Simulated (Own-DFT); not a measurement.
# One host, several defects: L1_0 TiAl

The numbers are computed, not measured, by runs of the plane-wave DFT program Own-DFT (in-house, retired, unreviewed) at fixed positions, with no spin and no spin-orbit coupling.

Settings: PBE; PseudoDojo norm-conserving scalar-relativistic files; cutoff 42 hartree; 4 x 4 x 4 k mesh centred on Gamma; cold (Marzari-Vanderbilt) smearing of 0.2 eV.

Caveats: forces on such cells failed a check on a denser k mesh; stress not checked against mesh or cutoff.

All runs share one cell, with vectors in Å (5.622, 5.622, 0.000); (-5.622, 5.622, 0.000); (0.000, 0.000, 8.133) and a volume of 514.0 Å³. The atoms are randomly displaced, by u rms on each axis. The defect's site can differ from row to row.

| cell | formula | u (Å) | P (GPa) |
|---|---|---|---|
| no defect | Al16Ti16 | 0.0215 | 1.21 |
| no defect | Al16Ti16 | 0.0466 | 1.64 |
| no defect | Al16Ti16 | 0.0529 | 1.85 |
| two Al vacancies | Al14Ti16 | 0.0287 | -0.44 |
| two Al vacancies | Al14Ti16 | 0.0307 | -0.66 |
| two Al vacancies | Al14Ti16 | 0.0486 | ? |
| two Al vacancies | Al14Ti16 | 0.0490 | -0.03 |
| one Ti vacancy | Al16Ti15 | 0.0291 | 0.46 |
| one Ti vacancy | Al16Ti15 | 0.0318 | 0.46 |
| one Ti vacancy | Al16Ti15 | 0.0325 | 0.66 |

## Analysis

P = P0 + c u² + a shift for each defect gives P0 = 1.04 GPa, c = 294 ± 50 GPa/Å² and a scatter of 0.11 GPa. The shifts, and each times the cell's volume:

- one Ti vacancy: -0.80 ± 0.10 GPa, -2.6 eV
- two Al vacancies: -1.82 ± 0.09 GPa, -5.8 eV (-2.9 eV for each of its 2 sites)

Positive is outwards. The product with the volume (160.2 GPa Å³ to the eV) is nearly free of the cell's size; divided by the bulk modulus at the cell's pressure it gives the volume that the defect adds. The atoms around the defects weren't relaxed, which would change these numbers.

## Prediction

Asked: what pressure belongs in the blank (two Al vacancies, u = 0.0486 Å)?

The fit gives -0.09 ± 0.13 GPa. DFT gave -0.25 GPa.
